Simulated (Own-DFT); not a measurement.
Simulation results for SiC (4H silicon carbide, atoms displaced)

Computed with Own-DFT development build. A calculation, not a measurement: plane-wave PBE density functional theory by an unreviewed code, no spin, of a simulated periodic cell, stress positive in tension, free energy of the whole cell less one offset for each atom, forces on such cells passed a denser k mesh, this cell's mesh not checked; offsets are fitted by least squares, one for each functional and potential file, so energies compare only between cells with the same atoms and settings and are not formation energies; the far tail of each file's local potential was reset to the Coulomb form; each entry is a single point on an unrelaxed cell, so the pressure reflects the starting lattice, mostly measured values (interpolated for alloys), from which strain is counted, and rises with the displacements; printed positions are rounded, which can move forces by about a meV/angstrom; the program, named Own-DFT, is a retired in-house code; no spin-orbit coupling.

Common to all runs: functional PBE; potential files PseudoDojo norm-conserving, scalar-relativistic, standard set; wave cutoff 42 hartree; occupations Fermi-Dirac; smearing width 0.1 eV; hardware one NVIDIA H200; k mesh 3 x 3 x 3 centred on Gamma.

(1) SiC (4H silicon carbide, atoms displaced)

```xyz
128
Lattice="12.3308 0.0000 0.0000 -6.1654 10.6788 0.0000 0.0000 0.0000 10.0681" Properties=species:S:1:pos:R:3 SiC
Si    -6.0823    10.6664     4.0418
Si    -0.0390     1.7859     1.5610
C      0.0518     0.0490     0.8108
C     -0.0469     1.7759     3.4978
Si    10.7620     2.7093     4.1183
Si    -1.6463     4.5672     1.5845
C     10.7639     2.6624     1.0127
C     -1.6237     4.3946     3.5181
Si    -3.0691     5.4696     3.9503
Si    -3.1367     7.1824     1.4541
C      9.1706     5.3379     0.9396
C     -3.0782     7.1502     3.4702
Si     7.7195     7.9796     4.1308
Si    -4.6408     9.8263     1.5777
C      7.6311     8.1038     0.9882
C     -4.6648     9.7137     3.4415
Si    -3.1695    10.6118     4.2308
Si     3.0670     1.7820     1.6383
C     -3.0837    10.5858     0.9977
C      3.1291     1.8250     3.4188
Si     1.6058     2.6544     4.1397
Si     1.5758     4.5362     1.6044
C      1.5759     2.6143     0.9784
C      1.4866     4.4526     3.4217
Si    -0.1070     5.2852     4.0149
Si    -0.0723     7.0966     1.5956
C     -0.0735     5.2748     0.9578
C     -0.0143     7.1155     3.4439
Si    -1.6187     7.8584     4.0150
Si    -1.5634     9.8483     1.5216
C     -1.4828     8.0622     0.9824
C     -1.5496     9.7954     3.4519
Si     6.2075     0.0503     4.1183
Si     6.2063     1.7865     1.5733
C      0.1375    10.5742     0.9599
C      6.2510     1.8302     3.4286
Si     4.6679     2.6704     4.0648
Si     4.7299     4.4036     1.5365
C      4.4630     2.6410     0.8599
C      4.7200     4.4432     3.4143
Si     3.2007     5.2460     4.1613
Si     3.0081     7.0479     1.6905
C      3.0371     5.4330     0.9893
C      3.0631     7.0537     3.3992
Si     1.6060     7.9950     4.1344
Si     1.5283     9.7833     1.6501
C      1.4695     7.9982     0.9090
C      1.4345     9.7629     3.4677
Si     3.1068    10.6779     4.1280
Si     9.3231     1.6692     1.6342
C      3.1460    10.6010     0.9327
C      9.2138     1.8088     3.4247
Si     7.5779     2.7578     4.0881
Si     7.8065     4.4749     1.5387
C      7.6903     2.7175     0.8818
C      7.7141     4.5716     3.4256
Si     6.0579     5.3049     4.0674
Si     6.2346     7.1275     1.5533
C      6.1729     5.3982     0.9179
C      6.2524     7.1388     3.4379
Si     4.5804     8.0091     4.0851
Si     4.5437     9.8158     1.5896
C      4.5940     8.0392     0.9540
C      4.6737     9.7143     3.3970
Si     0.0119     0.1014     9.0272
Si     6.2213     8.9184     6.6090
C     12.1920     0.0882     5.9971
C      6.2628     8.9692     8.4600
Si    -4.6077     8.0834     9.1825
Si     7.6745     6.2955     6.6779
C     -4.5833     7.9514     5.9598
C      7.7325     6.3306     8.4670
Si    -3.1153     5.4539     9.0993
Si     9.2104     3.6175     6.6326
C      9.2511     5.2941     5.9517
C      9.2107     3.5102     8.4519
Si    10.6709     2.7539     9.1132
Si    10.8142     0.8236     6.6664
C     -1.4597     2.5884     5.9798
C     10.6735     0.8569     8.4317
Si     9.1498     0.0102     9.1063
Si     3.1068     8.9776     6.5684
C      9.1977     0.0677     6.0032
C      3.1289     8.9071     8.5568
Si     4.6253     7.9767     9.0581
Si     4.7141     6.1768     6.6714
C      4.6082     8.0038     5.9976
C      4.6565     6.2000     8.5087
Si     6.1274     5.3164     9.0870
Si     6.1259     3.4574     6.6441
C      6.1731     5.3732     5.9242
C      6.1564     3.5671     8.3763
Si     7.7164     2.6925     9.1644
Si     7.7653     0.9835     6.7126
C      7.6974     2.7726     5.9996
C      7.6819     0.9460     8.4508
Si     6.1902     0.0092     9.1920
Si     0.0508     8.8859     6.6488
C      6.1779     0.0230     6.0233
C     -0.0409     8.8894     8.5008
Si     1.4534     7.9856     9.0771
Si     1.5399     6.2606     6.5107
C      1.5160     8.0118     6.0810
C      1.5703     6.2164     8.3291
Si     3.1706     5.3022     9.1186
Si     3.0577     3.6018     6.5632
C      3.1911     5.3357     5.9574
C      3.1780     3.6160     8.4161
Si     4.5896     2.7491     9.0742
Si     4.6186     0.8460     6.5950
C      4.5798     2.6824     5.8815
C      4.6043     0.9435     8.4450
Si     3.0764     0.0446     9.0555
Si    -3.1901     8.9804     6.6283
C      3.0307     0.0110     6.0183
C     -3.0302     8.9620     8.5045
Si    -1.5989     7.9974     9.0162
Si    -1.4513     6.2875     6.6327
C     -1.5571     7.9915     5.9480
C     -1.6596     6.1474     8.4504
Si     0.0299     5.4854     9.1379
Si     0.1396     3.4541     6.5535
C      0.1198     5.2277     5.9303
C     -0.1118     3.5722     8.5731
Si     1.5128     2.6438     9.1223
Si     1.5998     0.8349     6.6329
C      1.3898     2.5976     6.1450
C      1.5145     0.8632     8.5345
```

| Property | Result |
| --- | --- |
| free energy of cell above offsets | -5.226 eV |
| pressure | 5.97 GPa |
| stress xx | -6.14 GPa |
| stress yy | -4.22 GPa |
| stress zz | -7.55 GPa |
| stress yz | 0.17 GPa |
| stress xz | 0.22 GPa |
| stress xy | 0.9 GPa |
| wall time | 528.1 s |

Force:
```
element  x (eV/Å)  y (eV/Å)  z (eV/Å)
     Si    -2.994     0.595     1.148
     Si     1.151     0.162     0.201
      C    -1.346    -0.305     2.273
      C     1.469    -0.032    -0.762
     Si    -0.335    -2.433      0.57
     Si     1.548    -3.426     0.296
      C    -0.809     1.144    -1.383
      C     0.212     2.283    -2.118
     Si    -1.213    -3.444      3.78
     Si     0.974     0.465     1.817
      C     2.189     2.838    -1.757
      C    -2.128     0.178    -2.773
     Si    -0.368    -0.255    -0.924
     Si    -0.567     0.576    -0.448
      C     1.919    -1.142    -1.478
      C      1.23     1.003     1.226
     Si     2.041      0.59    -4.394
     Si    -0.946    -1.343    -2.009
      C    -0.302     2.734    -1.937
      C    -0.393    -1.112     3.087
     Si    -2.055      0.39    -0.947
     Si    -1.197    -2.619    -1.074
      C    -0.825     1.652    -0.645
      C     1.462    -0.468     2.117
     Si      2.09     0.907     1.331
     Si     1.616      0.15    -0.541
      C     0.959     2.061     -0.18
      C     0.129    -0.951     0.895
     Si     3.675     4.358     1.805
     Si     1.593    -1.354     1.997
      C    -2.537    -0.905    -2.118
      C    -0.401     0.114     1.005
     Si    -1.834    -0.922     0.194
     Si     -0.55    -0.209    -1.337
      C    -3.477     3.407    -0.543
      C    -2.722    -1.227     0.052
     Si    -0.119    -0.371     -0.81
     Si    -2.076     0.961    -0.192
      C     3.535     0.663     0.945
      C      -2.7    -1.762    -0.485
     Si    -2.302     1.198    -2.438
     Si     0.843      3.41    -4.861
      C     1.717    -2.901    -1.795
      C     0.611     0.187     4.906
     Si    -2.161    -0.228    -0.308
     Si     2.181    -2.146    -1.099
      C     0.481    -0.605     1.057
      C     2.821    -0.101     1.174
     Si    -0.506     0.548    -1.021
     Si    -1.182     1.522      -1.6
      C    -3.482     2.037    -0.181
      C    -0.347    -0.472     2.239
     Si     4.464         1     0.403
     Si    -4.201    -1.237     1.222
      C     0.609    -0.889     1.789
      C    -0.742    -1.475    -0.129
     Si     4.658     3.006     0.482
     Si    -3.139     0.782      0.74
      C     0.988    -1.658    -0.776
      C    -2.192     -0.96     0.634
     Si     1.624    -0.964    -0.476
     Si     3.717    -2.017    -1.565
      C     0.418    -1.252    -0.221
      C    -1.033      1.84     2.096
     Si    -2.611    -1.927     1.337
     Si    -1.289      0.16    -0.803
      C     5.746    -3.719    -1.749
      C    -1.314    -0.768     0.422
     Si    -0.291     0.324    -0.904
     Si     1.423    -2.501    -2.706
      C    -0.874     2.359     0.423
      C    -1.371    -0.509     2.112
     Si    -1.432    -3.317      0.19
     Si     1.945    -0.956    -1.494
      C     0.266     2.714    -0.158
      C    -1.361     2.558     1.261
     Si     1.953    -2.285     1.013
     Si    -3.133      3.02    -1.174
      C    -1.643     1.329     0.366
      C     1.271     1.153     2.558
     Si     1.946    -0.794     0.531
     Si    -0.443     -1.12     1.883
      C      0.91    -0.812    -0.505
      C    -2.032    -0.044    -1.778
     Si     0.813     1.486     2.159
     Si    -1.091     1.114    -1.686
      C     0.534         0    -0.219
      C    -0.251     0.564    -0.249
     Si     1.878     0.506     0.479
     Si     0.123     2.335    -3.201
      C     0.141    -1.117     1.384
      C     0.124    -0.035     4.238
     Si    -0.623     0.136     -1.86
     Si    -1.518    -0.171    -3.722
      C     -0.44    -1.855    -0.656
      C    -0.413    -0.689     3.454
     Si    -0.688    -0.026    -1.708
     Si     -2.23     0.985    -1.212
      C     0.613     0.065    -0.317
      C     0.062     0.497    -0.093
     Si     2.491    -0.025     0.689
     Si     0.924    -1.815    -0.049
      C     1.765     0.637    -2.524
      C         0     0.165      3.04
     Si    -2.252     1.511     0.461
     Si     0.012    -1.011     0.308
      C    -1.244     0.504     0.709
      C    -2.535    -0.666     0.601
     Si     1.069    -1.804     -0.02
     Si     0.606     1.212    -0.329
      C     0.048    -1.064     1.539
      C     0.397    -0.314      1.31
     Si     0.417    -0.159     2.404
     Si     2.356    -2.937    -0.033
      C     1.048     -0.24     0.033
      C    -1.784    -0.203    -0.415
     Si     1.289    -0.284     2.027
     Si     -1.51    -2.664    -1.991
      C     0.157     1.305     0.448
      C     3.522     2.833     0.822
     Si    -0.888    -3.164     -0.69
     Si    -9.499     5.224     3.939
      C    -1.402      1.49    -0.226
      C     2.429     0.596    -1.237
     Si    -0.182     1.444     0.774
     Si    -3.829     1.229     0.976
      C     10.25    -3.404    -4.533
      C     1.903     1.369    -1.805
```

(2) SiC (4H silicon carbide, atoms displaced)

```xyz
128
Lattice="12.3308 0.0000 0.0000 -6.1654 10.6788 0.0000 0.0000 0.0000 10.0681" Properties=species:S:1:pos:R:3 SiC
Si     6.1456    10.6724     4.0051
Si     0.0606     1.7196     1.5437
C      6.0988    10.6404     0.9095
C     -0.1137     1.8110     3.4165
Si    10.8170     2.5836     4.0699
Si    -1.4846     4.4351     1.5430
C     -1.4747     2.5768     0.9297
C     -1.5063     4.5218     3.4914
Si     9.1883     5.3439     4.1275
Si    -3.0208     7.0955     1.5738
C      9.1665     5.3371     0.9228
C     -3.0392     7.0892     3.4480
Si    -4.5506     8.0027     4.0020
Si    -4.6261     9.7795     1.5479
C     -4.6033     8.0323     1.0109
C     -4.5964     9.7794     3.5148
Si    -3.0986    10.6068     4.0709
Si     3.0535     1.8598     1.6500
C     -3.1130    10.6183     0.8900
C      3.1474     1.7331     3.5085
Si     1.5093     2.6263     4.1297
Si     1.4412     4.4386     1.6711
C      1.4927     2.6704     0.9710
C      1.6117     4.4859     3.4879
Si    -0.0545     5.3965     4.1387
Si    -0.0239     7.1632     1.6108
C      0.0026     5.4525     0.8628
C      0.0460     7.1715     3.4624
Si    -1.5556     7.9969     4.0439
Si    -1.5309     9.8022     1.5573
C     -1.5270     8.0843     0.8775
C     -1.6183     9.7674     3.4912
Si    -0.0056    10.6114     4.0504
Si     6.1915     1.7201     1.5715
C      6.1599     0.0499     0.9624
C      6.2076     1.7828     3.4391
Si     4.7065     2.7502     4.0469
Si     4.7520     4.4825     1.5438
C      4.6662     2.7668     0.9713
C      4.6856     4.4970     3.4358
Si     3.1478     5.2823     4.0994
Si     3.0913     7.1471     1.4818
C      3.0675     5.3937     0.9381
C      3.0850     7.1191     3.3016
Si     1.5103     8.1136     4.0648
Si     1.4704     9.8214     1.4612
C      1.5198     7.9648     0.9564
C      1.5321     9.7917     3.4898
Si     9.2795     0.0870     4.1335
Si     9.2951     1.7473     1.6730
C      9.2567     0.0180     0.8688
C      9.2323     1.7067     3.4673
Si     7.7894     2.7186     4.1657
Si     7.6452     4.4101     1.5924
C      7.7215     2.5717     0.9404
C      7.7471     4.4364     3.3938
Si     6.2204     5.4892     4.1113
Si     6.1967     7.1687     1.5253
C      6.2190     5.3030     0.9045
C      6.0072     7.0876     3.3767
Si     4.6849     8.0006     4.0352
Si     4.6488     9.7873     1.6794
C      4.5930     8.0219     0.8881
C      4.6379     9.7912     3.3970
Si    12.1413     0.0499     9.1842
Si     6.1538     8.9827     6.5575
C      6.1804    10.6070     5.9788
C      6.2066     8.9561     8.5387
Si    -4.5781     7.9316     9.0800
Si     7.8088     6.2175     6.5610
C      7.6773     8.0565     5.8989
C      7.6612     6.1955     8.5697
Si     9.1822     5.3381     9.1889
Si     9.1935     3.5945     6.6552
C      9.1968     5.3029     5.9232
C      9.2211     3.5783     8.5151
Si    10.7007     2.6197     9.0251
Si    10.9402     0.7926     6.5779
C     10.6476     2.7054     6.0394
C     10.8544     0.8898     8.4806
Si     9.2151     0.0353     9.0593
Si     3.0190     8.8218     6.5569
C      3.0330    10.6447     5.9934
C      3.0533     8.9696     8.4803
Si     4.6190     7.9643     9.1383
Si     4.5594     6.2655     6.6026
C      4.6272     8.0950     6.0022
C      4.5162     6.2039     8.4941
Si     6.2238     5.4015     9.0836
Si     6.0557     3.5386     6.5108
C      6.1683     5.3642     5.8893
C      6.1934     3.5923     8.4924
Si     7.7882     2.7246     9.1463
Si     7.6485     0.9136     6.6081
C      7.7068     2.5928     5.9274
C      7.7121     0.8635     8.5455
Si     6.0844     0.0583     9.1862
Si    -0.0409     8.9645     6.6287
C      6.1456     0.0440     6.0151
C      0.0506     8.9306     8.4837
Si     1.6470     8.0235     9.1631
Si     1.5018     6.2398     6.5974
C      1.5999     8.0394     5.9935
C      1.5359     6.2209     8.5065
Si     3.1254     5.3923     9.1860
Si     3.0969     3.5340     6.6240
C      3.1868     5.2918     5.9806
C      3.0821     3.4952     8.5658
Si     4.7107     2.6348     9.0718
Si     4.6480     0.8882     6.6154
C      4.6034     2.6865     6.0090
C      4.6082     0.8253     8.5415
Si     3.1223     0.0213     9.0455
Si    -3.1233     8.9959     6.6914
C      3.1602     0.0279     6.0400
C     -3.0452     8.9133     8.4276
Si    -1.6801     8.0085     9.0167
Si    -1.4830     6.2230     6.6636
C     -1.4731     7.9512     6.0327
C     -1.5628     6.2993     8.5127
Si    -0.0184     5.2996     9.1711
Si    -0.0094     3.6447     6.5636
C     -0.0749     5.3879     5.9242
C      0.0180     3.5292     8.6493
Si     1.4873     2.6271     9.3001
Si     1.5492     0.7751     6.6460
C      1.5464     2.7156     5.9939
C      1.5252     0.9455     8.5766
```

| Quantity | Value |
| --- | --- |
| free energy of cell above offsets | -8.165 eV |
| pressure | 5.68 GPa |
| stress xx | -5.12 GPa |
| stress yy | -5.17 GPa |
| stress zz | -6.75 GPa |
| stress yz | 0.27 GPa |
| stress xz | 0.18 GPa |
| stress xy | 0.05 GPa |
| wall time | 535.6 s |

Force:
```
element  x (eV/Å)  y (eV/Å)  z (eV/Å)
     Si     0.515     0.053     1.034
     Si    -1.909     0.128     0.151
      C     1.375     0.243     2.193
      C     3.938    -2.065     0.302
     Si    -2.883     3.318     1.606
     Si     -0.97     0.118     0.091
      C    -1.273     1.339    -0.127
      C    -1.208    -1.744    -0.735
     Si     1.715    -0.518    -2.171
     Si    -0.614     0.581    -0.587
      C      1.49    -0.587     1.276
      C    -0.644    -0.085     0.079
     Si    -1.703    -0.322     0.918
     Si    -0.011      0.63    -0.126
      C     0.677     -0.95    -1.445
      C    -1.366     0.325    -1.777
     Si     0.705     2.095     1.392
     Si     1.441    -1.207    -1.489
      C     0.798     1.783     0.573
      C    -1.278     0.729     0.161
     Si     0.853     0.952    -0.521
     Si     1.792     1.548    -2.028
      C     0.935     0.311     2.944
      C    -2.179    -1.245     1.027
     Si     1.846    -0.059    -2.026
     Si     0.344      0.01    -1.476
      C    -0.539    -1.635     3.391
      C    -1.509    -0.437     0.264
     Si     0.962    -0.083     1.923
     Si     -1.22     0.235     0.157
      C    -0.521    -1.365      0.52
      C     1.759    -0.434    -0.993
     Si    -0.414     2.005     1.077
     Si    -0.551     2.739      0.65
      C    -1.354    -1.333    -0.392
      C     0.246    -0.279      0.97
     Si    -0.505    -1.412     0.393
     Si    -2.856     0.674     0.436
      C    -0.216    -2.629    -0.743
      C     0.641    -0.208     0.271
     Si    -0.056     2.142    -0.932
     Si    -0.367    -0.581       1.1
      C     0.384    -1.573     0.782
      C     0.091     0.446     3.653
     Si     2.156    -2.625     0.377
     Si     2.522    -1.084     1.696
      C     0.038     1.763    -0.479
      C     0.542     1.678    -1.616
     Si    -1.104    -3.438      0.23
     Si    -0.413    -0.126    -3.116
      C     0.013    -0.529       1.6
      C     0.754     2.744     0.788
     Si    -1.545    -1.284    -2.767
     Si     1.512    -0.763    -1.347
      C     0.658     1.681     0.609
      C      -0.7     0.801     2.298
     Si     -0.83    -3.403    -1.607
     Si    -1.343    -1.378    -0.357
      C    -0.004     2.094    -0.353
      C     4.685     1.274    -0.326
     Si     -3.86     0.821      1.12
     Si    -1.781    -0.241    -4.985
      C     1.373     0.288     1.031
      C    -0.217     0.186     3.665
     Si     5.499    -2.397    -0.191
     Si     0.178    -3.923     2.204
      C     1.501     2.497    -2.564
      C    -0.578    -1.207    -0.967
     Si    -1.121     2.948     1.288
     Si    -3.145     1.237     0.691
      C     0.996    -0.508     1.019
      C     2.674     1.223    -2.944
     Si     1.548     0.165    -1.027
     Si    -0.912     -0.93    -0.823
      C     1.897     0.348     1.821
      C     0.777     0.913    -0.518
     Si     2.333     1.068     2.097
     Si    -4.533     2.346     0.937
      C     3.512    -1.454    -1.224
      C     -3.81     0.828    -1.912
     Si     1.141    -0.675     0.831
     Si     2.347      2.84     1.652
      C     1.371     0.483     0.038
      C     1.514    -1.438    -0.268
     Si     0.016     1.879    -1.534
     Si     2.001     0.442     0.007
      C      -0.1    -1.537    -1.277
      C     3.588     1.353    -0.577
     Si    -3.888    -2.441     0.911
     Si     3.188     1.352     1.575
      C      0.24     0.321     2.625
      C      0.61    -0.207    -1.036
     Si    -2.578    -1.943     0.087
     Si     1.374    -1.177     0.856
      C     -0.64     2.349     2.157
      C    -1.407     2.127     -1.13
     Si     2.524    -2.184    -1.247
     Si     1.472    -0.937     0.343
      C    -0.113    -0.805    -1.528
      C    -1.205    -0.075     1.213
     Si    -2.804    -0.255    -1.005
     Si     1.281     0.009      0.32
      C    -3.483     -1.63    -1.682
      C     0.039    -0.021    -0.292
     Si    -2.677     -2.96    -0.623
     Si    -0.651     0.438     1.454
      C    -2.709     0.439    -0.504
      C      0.08     0.774    -0.339
     Si    -1.854      1.23     1.622
     Si     0.169     0.899     0.414
      C    -0.667    -1.402    -1.419
      C     0.891     2.157    -1.573
     Si    -2.757    -0.449     2.282
     Si     1.067    -2.445    -3.919
      C     -1.69    -0.435    -1.264
      C    -2.682     0.415     2.023
     Si     5.006     0.927     1.961
     Si     -2.07     0.601    -0.547
      C    -1.786     1.491    -1.368
      C    -0.693    -2.979     0.084
     Si     0.569     1.375    -1.835
     Si    -0.321    -1.843     1.623
      C     1.798    -0.534      1.76
      C     -1.58     0.552    -2.441
     Si     1.837     1.091    -4.169
     Si     0.174     3.087     0.715
      C    -0.944    -1.484    -0.205
      C    -0.636    -2.043    -0.885
```
